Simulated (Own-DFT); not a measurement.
# Strain and stress in 2H SiC, 32 atoms (C16Si16)

These are calculations, not measurements. They come from Own-DFT, an in-house plane-wave density functional program, since retired, whose code no person has reviewed. Each row is one single-point run on a periodic cell that was not relaxed, without spin or spin-orbit coupling.

Settings of every run: PBE; PseudoDojo norm-conserving scalar-relativistic files; cutoff 42 hartree; 5 x 5 x 3 k mesh centred on Gamma; Fermi-Dirac smearing of 0.1 eV.

Known limits: forces on such cells passed a denser k mesh, each cell not checked; stress not checked against mesh or cutoff.

Unstrained cell vectors in Å: (6.165, 0.000, 0.000); (-3.083, 5.339, 0.000); (0.000, 0.000, 10.068). The unstrained cell has measured lattice constants (interpolated for alloys), not those of this functional. That, the random moves and any unrelaxed bonds set the pressure at no strain. Each run strains this cell uniformly, with the atoms carried along. Every atom was also moved at random, by a Gaussian of width 0.05 Å on each axis. Strain is the symmetric tensor, in per cent. Stress is positive in tension, and the pressure is minus a third of its trace.

| run | e_xx (%) | e_yy (%) | e_zz (%) | e_yz (%) | e_xz (%) | e_xy (%) | s_xx (GPa) | s_yy (GPa) | s_zz (GPa) | s_yz (GPa) | s_xz (GPa) | s_xy (GPa) | P (GPa) | E (meV/atom) |
|---|---|---|---|---|---|---|---|---|---|---|---|---|---|---|
| 1 | -1.29 | -0.28 | 0.90 | 1.28 | -0.52 | -1.41 | -13.41 | -6.61 | -1.06 | 4.92 | -2.49 | -6.12 | 7.03 | 15.9 |
| 2 | 0.69 | 0.35 | 0.10 | -0.02 | -0.13 | -1.17 | 1.77 | -3.07 | -5.69 | -0.42 | -0.77 | -4.23 | 2.33 | 0.0 |
| 3 | 0.39 | -1.51 | 1.53 | -1.26 | 0.72 | 1.70 | -4.25 | -11.67 | 0.87 | -3.44 | 2.32 | 9.10 | 5.02 | 28.6 |
| 4 | -1.78 | -1.21 | -0.30 | -0.51 | 1.05 | -0.36 | -14.27 | -10.83 | -14.15 | -2.78 | 3.73 | -0.84 | 13.08 | 33.3 |
| 5 | 1.11 | 0.06 | -1.18 | -1.10 | 1.65 | 1.76 | 0.29 | -4.79 | -12.55 | -3.11 | 6.16 | 8.82 | 5.68 | 34.4 |
| 6 | -0.95 | -1.62 | 0.11 | 1.39 | -0.42 | -1.05 | -11.54 | -16.53 | -5.00 | 3.89 | -1.14 | -7.18 | 11.02 | 24.5 |
| 7 | -1.73 | 1.39 | -0.74 | 0.68 | -0.55 | -0.04 | -11.73 | 2.86 | -15.59 | 3.53 | -0.49 | -1.29 | 8.15 | 24.8 |
| 8 | 0.03 | 1.35 | 0.26 | -0.77 | -0.95 | 0.17 | -4.06 | 3.88 | -4.77 | -1.59 | -2.88 | 1.71 | 1.65 | 22.7 |
| 9 | 1.14 | 0.70 | -0.09 | 0.25 | -0.66 | -0.60 | 2.73 | 0.30 | -7.61 | -0.24 | -2.94 | -2.83 | 1.53 | 21.8 |
| 10 | 1.47 | -1.21 | -0.32 | -1.66 | -0.80 | 1.59 | 2.64 | -8.87 | -11.79 | -5.26 | -2.86 | 6.69 | 6.01 | 46.9 |
| 11 | -0.06 | 0.89 | 1.12 | -1.15 | 1.55 | -1.34 | -2.14 | 0.00 | -0.20 | -4.22 | 5.44 | -5.26 | 0.78 | 10.6 |
| 12 | -1.32 | 1.25 | 0.99 | -1.30 | -1.56 | -0.48 | -10.45 | 1.61 | -3.76 | -4.18 | -5.97 | -1.10 | 4.20 | 56.9 |
| 13 | 0.68 | 1.73 | -1.85 | 1.79 | 0.03 | 0.66 | 1.43 | 4.75 | -18.06 | 5.84 | 0.84 | 2.48 | 3.96 | 17.1 |
| 14 | 0.76 | 0.71 | 1.15 | 1.53 | 1.24 | 1.52 | 1.34 | 0.54 | -0.12 | 5.11 | 3.71 | 7.07 | -0.59 | 12.6 |
| 15 | 0.38 | 1.19 | 0.81 | -1.74 | -1.60 | -0.16 | -0.96 | 3.19 | -2.21 | -6.19 | -4.33 | -0.17 | -0.01 | 7.8 |
| 16 | 1.37 | 0.16 | -0.59 | -1.28 | 0.32 | 0.54 | 3.90 | -0.66 | -13.33 | -3.18 | 0.78 | 1.77 | 3.36 | 23.6 |
| 17 | -0.98 | -0.52 | 0.45 | 1.86 | 1.51 | -1.70 | -8.29 | -11.93 | -5.37 | 6.64 | 5.73 | -8.48 | 8.53 | 45.3 |
| 18 | -1.63 | 1.33 | -0.94 | -1.64 | 0.22 | 0.50 | ? | ? | ? | ? | ? | ? | ? | ? |

E is the free energy for each atom above the lowest run shown.

## Worked fit

Each stress component was fitted by least squares to a constant and the strains of the runs shown, as fractions, with shears doubled. Shear strains stay in the fit of a normal stress only where such slopes are resolved. The slopes, in GPa:

| stress | at no strain | per e_xx | per e_yy | per e_zz | scatter |
|---|---|---|---|---|---|
| s_xx | -4.1 | 544 ± 28 | 108 ± 28 | 4 ± 35 | 1.22 |
| s_yy | -4.6 | 93 ± 37 | 571 ± 38 | 20 ± 46 | 1.63 |
| s_zz | -8.0 | 70 ± 46 | 27 ± 47 | 647 ± 57 | 2.00 |

Each shear stress against twice its own strain: yz 166 ± 9, xz 174 ± 8, xy 231 ± 12 GPa. These are stiffnesses along x, y and z of the frame in which the cell vectors are given, which need not be the crystal's axes. The atoms are held to the strained lattice; where symmetry lets them move under strain, relaxing them would lower some slopes. The table should be nearly symmetric about its diagonal, and what it lacks of that shows the noise. A ninth of its sum, 231 ± 5 GPa, estimates the bulk modulus near the mean pressure of these runs, 4.8 GPa, so it lies above the value at zero pressure.

## Withheld run

Question: what normal stresses and pressure should run 18 give?

The fit gives s_xx = -11.6, s_yy = 1.3, s_zz = -14.9 and P = 8.4 GPa. The calculation gave -13.58, 1.83, -11.09 and P = 7.62 GPa.
